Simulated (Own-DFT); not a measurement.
# Which defects push the lattice out? zincblende InP

Source: density functional calculations with Own-DFT, an unreviewed in-house program that is no longer used. Nothing was measured or relaxed, and spin and spin-orbit coupling are left out.

Settings: PBE; PseudoDojo norm-conserving scalar-relativistic files; cutoff 36 hartree; 3 x 3 x 3 k mesh centred on Gamma; Fermi-Dirac smearing of 0.1 eV.

Keep in mind (not all hold for every row): not probed for a lower state with spin; forces on such cells moved up to 12 meV/angstrom on a denser k mesh; stress not checked against mesh or cutoff.

All runs share one cell, with vectors in Å (11.737, 0.000, 0.000); (0.000, 11.737, 0.000); (0.000, 0.000, 11.737) and a volume of 1617.0 Å³. Atoms were moved at random from their sites; u is the rms move along one axis. The defect's site can differ from row to row.

```
cell,formula,u (Å),P (GPa)
no defect,In32P32,0.0212,3.21
no defect,In32P32,0.0511,3.66
no defect,In32P32,0.0543,3.61
two P vacancies,In32P30,0.0290,2.97
two P vacancies,In32P30,0.0302,2.98
two P vacancies,In32P30,0.0302,2.99
one P on an In site,In31P33,0.0301,3.07
one P on an In site,In31P33,0.0323,3.15
one P on an In site,In31P33,0.0499,3.42
one In on a P site and one P on an In site,In32P32,0.0295,3.58
one In on a P site and one P on an In site,In32P32,0.0301,3.68
one In on a P site and one P on an In site,In32P32,0.0464,?
one In on a P site and one P on an In site,In32P32,0.0468,3.95
```

## Fit

P = P0 + c u² + a shift for each defect gives P0 = 3.10 GPa, c = 195 ± 19 GPa/Å² and a scatter of 0.05 GPa. The shifts, and each times the cell's volume:

- one In on a P site and one P on an In site: 0.38 ± 0.04 GPa, 3.8 eV
- one P on an In site: -0.18 ± 0.04 GPa, -1.8 eV
- two P vacancies: -0.30 ± 0.04 GPa, -3.0 eV (-1.5 eV for each of its 2 sites)

A positive shift means that the defect pushes the cell outwards. Shift times volume (160.2 GPa Å³ is 1 eV) depends little on the cell's size, so, taken for each site, it can be compared between cells at like pressure. The atoms around the defects weren't relaxed, which would change these numbers.

## Test on the hidden row

The question: what pressure belongs in the blank (one In on a P site and one P on an In site, u = 0.0464 Å)?

The fitted form gives 3.90 ± 0.06 GPa. The hidden result is 3.91 GPa.
